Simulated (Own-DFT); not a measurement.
# What a defect does to the pressure of its cell: C40 NbSi2

No measurement is shown. These are fixed-geometry runs of a retired plane-wave code named Own-DFT, which no person has reviewed; spin and spin-orbit coupling are neglected.

Common settings: PBE; PseudoDojo norm-conserving scalar-relativistic files; cutoff 42 hartree; 4 x 4 x 5 k mesh centred on Gamma; cold (Marzari-Vanderbilt) smearing of 0.2 eV.

Limits: forces on such cells failed a check on a denser k mesh; stress not checked against mesh or cutoff.

All runs share one cell, with vectors in Å (0.000, 8.324, 0.000); (-9.613, 0.000, 0.000); (0.000, 0.000, 6.586) and a volume of 527.0 Å³. u is the rms random offset of the atoms per axis. The defect's site can differ from row to row.

| cell | formula | u (Å) | P (GPa) |
|---|---|---|---|
| no defect | Nb12Si24 | 0.0189 | 1.50 |
| no defect | Nb12Si24 | 0.0199 | 1.56 |
| no defect | Nb12Si24 | 0.0432 | 2.35 |
| two Si on a Nb site each | Nb10Si26 | 0.0302 | 1.90 |
| two Si on a Nb site each | Nb10Si26 | 0.0329 | 1.76 |
| two Si on a Nb site each | Nb10Si26 | 0.0503 | 2.39 |
| two Nb on a Si site each | Nb14Si22 | 0.0280 | 7.33 |
| two Nb on a Si site each | Nb14Si22 | 0.0479 | 8.26 |
| two Nb on a Si site each | Nb14Si22 | 0.0495 | 8.37 |
| one Si vacancy | Nb12Si23 | 0.0283 | ? |
| one Si vacancy | Nb12Si23 | 0.0303 | 1.13 |
| one Si vacancy | Nb12Si23 | 0.0472 | 1.64 |
| one Si vacancy | Nb12Si23 | 0.0584 | 2.26 |

## Fit

P = P0 + c u² + a shift for each defect gives P0 = 1.38 GPa, c = 489 ± 41 GPa/Å² and a scatter of 0.11 GPa. The shifts, and each times the cell's volume:

- two Nb on a Si site each: 5.71 ± 0.10 GPa, 18.8 eV (9.4 eV for each of its 2 sites)
- two Si on a Nb site each: -0.10 ± 0.10 GPa, -0.3 eV (-0.2 eV for each of its 2 sites) (not resolved)
- one Si vacancy: -0.77 ± 0.11 GPa, -2.5 eV

Against the defect-free cell, a freed cell would be larger where the shift is positive and smaller where it is negative (160.2 GPa Å³ is 1 eV). The atoms around the defects weren't relaxed, which would change these numbers.

## Prediction

Question: what pressure belongs in the blank (one Si vacancy, u = 0.0283 Å)?

The fitted form gives 1.00 ± 0.14 GPa. The calculation gave 0.95 GPa.
